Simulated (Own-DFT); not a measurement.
# Point defects and the pressure they add: C11b WSi2

The numbers are computed, not measured, by runs of the plane-wave DFT program Own-DFT (in-house, retired, unreviewed) at fixed positions, with no spin and no spin-orbit coupling.

All runs used: PBE; PseudoDojo norm-conserving scalar-relativistic files; cutoff 50 hartree; 5 x 5 x 5 k mesh centred on Gamma; cold (Marzari-Vanderbilt) smearing of 0.2 eV.

Caveats: forces on such cells failed a check on a denser k mesh; stress not checked against mesh or cutoff.

All runs share one cell, with vectors in Å (-2.148, -5.953, 3.409); (-6.444, 2.976, 1.136); (-2.553, -2.948, -6.757) and a volume of 403.2 Å³. Atoms were moved at random from their sites; u is the rms move along one axis. The defect's site can differ from row to row.

| cell | formula | u (Å) | P (GPa) |
|---|---|---|---|
| no defect | Si20W10 | 0.0228 | 4.56 |
| no defect | Si20W10 | 0.0479 | 5.26 |
| no defect | Si20W10 | 0.0505 | 6.39 |
| one Si on a W site | Si21W9 | 0.0309 | 6.18 |
| one Si on a W site | Si21W9 | 0.0515 | 7.50 |
| one Si on a W site | Si21W9 | 0.0585 | 7.89 |
| one Si vacancy | Si19W10 | 0.0272 | 2.94 |
| one Si vacancy | Si19W10 | 0.0283 | 3.25 |
| one Si vacancy | Si19W10 | 0.0461 | 4.61 |
| one Si vacancy | Si19W10 | 0.0576 | ? |
| one W on a Si site | Si19W11 | 0.0288 | 9.67 |
| one W on a Si site | Si19W11 | 0.0480 | 10.75 |
| one W on a Si site | Si19W11 | 0.0507 | 11.15 |

## Worked fit

P = P0 + c u² + a shift for each defect gives P0 = 3.99 GPa, c = 790 ± 107 GPa/Å² and a scatter of 0.31 GPa. The shifts, and each times the cell's volume:

- one W on a Si site: 5.04 ± 0.26 GPa, 12.7 eV
- one Si on a W site: 1.36 ± 0.26 GPa, 3.4 eV
- one Si vacancy: -1.35 ± 0.26 GPa, -3.4 eV

A positive shift means that the defect pushes the cell outwards. Shift times volume (160.2 GPa Å³ is 1 eV) depends little on the cell's size, so, taken for each site, it can be compared between cells at like pressure. The atoms around the defects weren't relaxed, which would change these numbers.

## Withheld run

Question: what pressure belongs in the blank (one Si vacancy, u = 0.0576 Å)?

From the fit: 5.25 ± 0.42 GPa. The run itself gave 3.93 GPa. This run lies off the fit, by chance or by something that the fit leaves out.
